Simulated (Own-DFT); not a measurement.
Simulation results for Si₃N₄ (beta silicon nitride, strained, atoms displaced)

A calculation, not a measurement: plane-wave PBE density functional theory by an unreviewed code, no spin, of a simulated periodic cell, stress positive in tension, free energy of the whole cell less one offset for each atom, forces on such cells passed a denser k mesh, this cell's mesh not checked; offsets are fitted by least squares, one for each functional and potential file, so energies compare only between cells with the same atoms and settings and are not formation energies; the far tail of each file's local potential was reset to the Coulomb form; each entry is a single point on an unrelaxed cell, so the pressure reflects the starting lattice, mostly measured values (interpolated for alloys), from which strain is counted, and rises with the displacements; printed positions are rounded, which can move forces by about a meV/angstrom; the program, named Own-DFT, is a retired in-house code; no spin-orbit coupling; before rounding, a Quantum ESPRESSO 7.3.1 run of the same cell and cutoff gave forces within 1 meV/angstrom rms on each cell, which checks the program and not the settings. Program: Own-DFT development build.

Entry: Si₃N₄ (beta silicon nitride, strained, atoms displaced)

```
CELL_PARAMETERS angstrom
7.48280 0.13030 -0.01760
-3.62860 6.53070 0.02150
-0.02020 0.01680 8.85950
ATOMIC_POSITIONS crystal
Si 0.18838 0.78835 0.08870
Si 0.22681 0.39067 0.08253
Si 0.58859 0.81896 0.08433
Si 0.82112 0.23865 0.25496
Si 0.75657 0.59295 0.24189
Si 0.40451 0.16844 0.25524
N 0.33772 0.04003 0.08206
N 0.96929 0.30804 0.08755
N 0.70241 0.65940 0.08536
N 0.67827 0.97716 0.25556
N 0.03087 0.71082 0.25243
N 0.31678 0.33619 0.24326
N 0.32479 0.66496 0.07478
N 0.67134 0.32544 0.24241
Si 0.16732 0.75875 0.41669
Si 0.22563 0.41282 0.41721
Si 0.59561 0.82493 0.41220
Si 0.82198 0.23615 0.57610
Si 0.77586 0.59653 0.59121
Si 0.40701 0.17570 0.58052
N 0.33424 0.03698 0.41208
N 0.98407 0.31952 0.41656
N 0.70034 0.66672 0.42168
N 0.67040 0.96421 0.58725
N 0.03110 0.69887 0.58488
N 0.30128 0.33424 0.58557
N 0.33744 0.68664 0.42231
N 0.66066 0.32605 0.58193
Si 0.17451 0.76491 0.74688
Si 0.22109 0.40397 0.74758
Si 0.59397 0.82440 0.75619
Si 0.83597 0.24276 0.92141
Si 0.75871 0.59450 0.92482
Si 0.39505 0.16853 0.90945
N 0.31782 0.03224 0.74816
N 0.97470 0.31048 0.75091
N 0.70560 0.68193 0.75044
N 0.66592 0.97265 0.91356
N 0.02859 0.69895 0.91331
N 0.29748 0.32324 0.92452
N 0.32808 0.65865 0.74992
N 0.66577 0.33022 0.90859
```

* functional: PBE
* potential files: PseudoDojo norm-conserving, scalar-relativistic, standard set
* wave cutoff: 42 hartree
* occupations: Fermi-Dirac
* smearing width: 0.1 eV
* k mesh: 3 x 3 x 3 centred on Gamma
* free energy of cell above offsets: -2.881 eV
* pressure: 8.12 GPa
* stress xx: -20.22 GPa
* stress yy: -4.28 GPa
* stress zz: 0.14 GPa
* stress yz: 1.15 GPa
* stress xz: -0.9 GPa
* stress xy: 8.79 GPa

Force:
| element | x (eV/Å) | y (eV/Å) | z (eV/Å) |
| --- | --- | --- | --- |
| Si | -2.774 | -2.466 | -1.528 |
| Si | -1.389 | 2.301 | 0.659 |
| Si | -0.997 | 1.845 | -0.494 |
| Si | 6.316 | -1.746 | -0.931 |
| Si | 3.876 | -1.528 | 5.678 |
| Si | 1.614 | 1.01 | -2.462 |
| N | 0.061 | -0.119 | 0.501 |
| N | 0.601 | -0.717 | 0.517 |
| N | -4.26 | 2.614 | -1.164 |
| N | 0.161 | -1.58 | -1.519 |
| N | -0.676 | -0.39 | -0.883 |
| N | -2.675 | 1.557 | 2.276 |
| N | 3.042 | -0.684 | 0.968 |
| N | -6.533 | 3.148 | 0.485 |
| Si | -3.128 | 3.19 | -0.039 |
| Si | 5.14 | 1.699 | -0.211 |
| Si | -0.124 | 1.207 | 2.61 |
| Si | 2.871 | -2.214 | 2.212 |
| Si | -1.676 | -0.622 | -0.874 |
| Si | -0.67 | -1.102 | 0.149 |
| N | -0.455 | -2.117 | 2.457 |
| N | -4.201 | -2.425 | -0.211 |
| N | 0.443 | -0.765 | -1.435 |
| N | -0.066 | 1.468 | -1.358 |
| N | 0.172 | 0.087 | -0.697 |
| N | -0.843 | 0.444 | -1.015 |
| N | 3.324 | -3.61 | -0.72 |
| N | -0.751 | 2.571 | -0.049 |
| Si | -1.423 | 0.805 | 1.718 |
| Si | 2.759 | -0.076 | 1.021 |
| Si | -2.289 | 1.19 | -1.664 |
| Si | -0.505 | -1.374 | -1.232 |
| Si | 3.664 | -1.184 | -4.393 |
| Si | 3.271 | 0.174 | 1.055 |
| N | 0.504 | -0.987 | -1.124 |
| N | -2.359 | -1.742 | -0.616 |
| N | 2.221 | -2.376 | 1.068 |
| N | 0.629 | -0.095 | 2.131 |
| N | -0.355 | 0.665 | 1.423 |
| N | -2.024 | 1.499 | -2.769 |
| N | 1.546 | 1.717 | 0.092 |
| N | -2.044 | 0.728 | 0.367 |
